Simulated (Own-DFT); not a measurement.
# Response to strain: wurtzite AlGaN with randomly placed atoms, 96 atoms (Al12Ga36N48)

These are calculations, not measurements. They come from Own-DFT, an in-house plane-wave density functional program, since retired, whose code no person has reviewed. Each row is one single-point run on a periodic cell that was not relaxed, without spin or spin-orbit coupling.

Settings of every run: PBE; PseudoDojo norm-conserving scalar-relativistic files (stringent for Ga); cutoff 96 hartree; 3 x 4 x 3 k mesh centred on Gamma; Gaussian smearing of 0.01 eV.

Known limits: k mesh not checked against a denser one; stress not checked against mesh or cutoff.

Unstrained cell vectors in Å: (12.679, 0.000, 0.000); (-4.755, 8.235, 0.000); (0.000, 0.000, 10.268). The unstrained cell has measured lattice constants (interpolated for alloys), not those of this functional. That, the random moves and any unrelaxed bonds set the pressure at no strain. Each run strains this cell uniformly, with the atoms carried along. Every atom was also moved at random, by a Gaussian of width 0.05 Å on each axis. The random placing of the alloy's atoms differs from row to row. Strain is the symmetric tensor, in per cent. Stress is positive in tension, and the pressure is minus a third of its trace.

```
run  e_xx (%)  e_yy (%)  e_zz (%)  s_xx (GPa)  s_yy (GPa)  s_zz (GPa)  P (GPa)  E (meV/atom)
  1      2.25      2.25      0.00        4.33        4.05       -4.82    -1.19           1.5
  2     -2.25     -2.25      0.00      -20.28      -21.00      -10.88    17.39          48.8
  3     -1.00     -1.00      0.00      -12.98      -13.20       -8.34    11.50          22.9
  4      2.75      2.75      0.00        7.35        5.97       -4.87    -2.82           0.0
  5      0.75      0.75      0.00       -2.35       -3.47       -7.13     4.32          11.0
  6     -1.75     -1.75      0.00      -17.65      -17.04      -10.10    14.93          31.1
  7      1.00      1.00      0.00       -2.20       -2.66       -4.82     3.22           4.2
  8     -2.75     -2.75      0.00      -23.71      -26.13      -11.54    20.46          76.8
  9     -0.75     -0.75      0.00           ?           ?           ?        ?             ?
```

E is the free energy for each atom above the lowest run shown.

## Worked fit

The change of volume is close to e_xx + e_yy + e_zz. A straight line through the runs shown gives P = 8.04 - 209 x (fractional change of volume) GPa, with an error of 7 on the slope and a scatter of 0.73 GPa. The strain isn't the same on all axes and the cell isn't cubic, so the slope belongs to this path and is not the bulk modulus.

## Withheld run

Question: what pressure should run 9 give? Its volume changes by -1.49 %.

The line gives 11.2 GPa. The calculation gave 9.88 GPa.
